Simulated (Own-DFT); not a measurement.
# Strain and stress in 4H SiC, 72 atoms (C36Si36)

All numbers below are calculated, not measured. They come from Own-DFT, an in-house plane-wave density functional program, since retired, whose code no person has reviewed. Each row is one single-point run on a periodic cell that was not relaxed, without spin or spin-orbit coupling.

Settings of every run: PBE; PseudoDojo norm-conserving scalar-relativistic files; cutoff 42 hartree; 4 x 4 x 3 k mesh centred on Gamma; Fermi-Dirac smearing of 0.1 eV.

Known limits: forces on such cells passed a denser k mesh, each cell not checked; stress not checked against mesh or cutoff.

Unstrained cell vectors in Å: (9.248, 0.000, 0.000); (-4.624, 8.009, 0.000); (0.000, 0.000, 10.068). The unstrained cell has measured lattice constants (interpolated for alloys), not those of this functional. That, the random moves and any unrelaxed bonds set the pressure at no strain. Each run strains this cell uniformly, with the atoms carried along. Every atom was also moved at random, by a Gaussian of width 0.05 Å on each axis. Strain is the symmetric tensor, in per cent. Stress is positive in tension, and the pressure is minus a third of its trace.

| run | e_xx (%) | e_yy (%) | e_zz (%) | e_yz (%) | e_xz (%) | e_xy (%) | s_xx (GPa) | s_yy (GPa) | s_zz (GPa) | s_yz (GPa) | s_xz (GPa) | s_xy (GPa) | P (GPa) | E (meV/atom) |
|---|---|---|---|---|---|---|---|---|---|---|---|---|---|---|
| 1 | 0.03 | 0.97 | -1.31 | 1.57 | -0.22 | 0.54 | -4.70 | -0.71 | -15.15 | 5.54 | -1.36 | 1.78 | 6.85 | 31.8 |
| 2 | -0.14 | 1.89 | 1.25 | 0.53 | -1.52 | 1.61 | -4.01 | 4.74 | 2.18 | 0.97 | -5.37 | 7.06 | -0.97 | 12.1 |
| 3 | -1.24 | 0.10 | -1.95 | 1.62 | -0.72 | -0.22 | -12.23 | -6.75 | -19.83 | 6.47 | -2.08 | -2.30 | 12.94 | 23.8 |
| 4 | 1.05 | 0.55 | 0.54 | 0.86 | -0.64 | -1.73 | 1.86 | -1.13 | -2.50 | 2.84 | -2.41 | -6.97 | 0.59 | 1.4 |
| 5 | -1.14 | 0.44 | 0.73 | -0.15 | -1.16 | -0.14 | -10.59 | -3.08 | -3.47 | -1.48 | -3.20 | -3.08 | 5.71 | 14.1 |
| 6 | -0.07 | -1.59 | 0.92 | -1.34 | -0.26 | 1.18 | -6.59 | -12.43 | -2.20 | -4.77 | 0.36 | 5.18 | 7.07 | 11.9 |
| 7 | -1.94 | -0.86 | -1.77 | 1.57 | -1.71 | 0.34 | -20.64 | -12.46 | -19.11 | 4.98 | -6.07 | 3.21 | 17.40 | 54.1 |
| 8 | -1.71 | 0.41 | -1.81 | -1.67 | -0.21 | 1.61 | -14.83 | -7.38 | -19.33 | -7.37 | -0.73 | 8.67 | 13.85 | 40.9 |
| 9 | -0.22 | -0.60 | -0.62 | -0.43 | -1.05 | 0.57 | -7.71 | -6.86 | -11.11 | -1.93 | -3.45 | 3.39 | 8.56 | 0.0 |
| 10 | -1.17 | 1.10 | 1.16 | 1.93 | -1.21 | 0.23 | -9.73 | 0.66 | -0.90 | 6.29 | -3.67 | 2.42 | 3.32 | 16.2 |
| 11 | -0.97 | 1.73 | 1.28 | -0.79 | 0.68 | 1.97 | -9.45 | 2.61 | 2.13 | -3.25 | 2.37 | 9.64 | 1.57 | 15.2 |
| 12 | 0.71 | -1.86 | 2.00 | -1.19 | -1.68 | -1.78 | -2.24 | -13.77 | 3.66 | -4.60 | -5.47 | -7.69 | 4.12 | 32.3 |
| 13 | 1.95 | -0.72 | 0.93 | 0.51 | 0.91 | 1.73 | 4.42 | -7.14 | 0.46 | 1.62 | 3.76 | 7.09 | 0.76 | 0.4 |
| 14 | -1.16 | -1.83 | 0.67 | 1.03 | -0.88 | 1.10 | -12.54 | -15.88 | -4.34 | 3.61 | -3.27 | 6.35 | 10.92 | 16.2 |
| 15 | 0.62 | 0.88 | -1.47 | 0.12 | -1.65 | 1.90 | -2.28 | -0.11 | -14.74 | 0.82 | -5.90 | 9.00 | 5.71 | 21.8 |
| 16 | -0.04 | -1.71 | -1.02 | 0.80 | 1.82 | 1.33 | -9.08 | -14.73 | -13.32 | 3.66 | 5.46 | 6.15 | 12.38 | 26.6 |
| 17 | -1.94 | 0.13 | -1.99 | -0.70 | -0.06 | -0.38 | ? | ? | ? | ? | ? | ? | ? | ? |

E is the free energy for each atom above the lowest run shown.

## Worked fit

Each stress component was fitted by least squares to a constant and the strains of the runs shown, as fractions, with shears doubled. Shear strains stay in the fit of a normal stress only where such slopes are resolved. The slopes, in GPa:

```
stress,at no strain,per e_xx,per e_yy,per e_zz,scatter
s_xx,-5.5,554 ± 27,107 ± 21,62 ± 21,1.04
s_yy,-5.2,106 ± 24,516 ± 19,43 ± 19,0.93
s_zz,-6.9,79 ± 18,56 ± 14,606 ± 14,0.68
```

Each shear stress against twice its own strain: yz 188 ± 6, xz 168 ± 9, xy 234 ± 18 GPa. These are stiffnesses along x, y and z of the frame in which the cell vectors are given, which need not be the crystal's axes. The atoms are held to the strained lattice; where symmetry lets them move under strain, relaxing them would lower some slopes. The table should be nearly symmetric about its diagonal, and what it lacks of that shows the noise. A ninth of its sum, 237 ± 5 GPa, estimates the bulk modulus near the mean pressure of these runs, 6.9 GPa, so it lies above the value at zero pressure.

## Withheld run

Question: what normal stresses and pressure should run 17 give?

The fit gives s_xx = -17.4, s_yy = -7.4, s_zz = -20.4 and P = 15.1 GPa. The calculation gave -17.42, -6.89, -19.42 and P = 14.58 GPa.
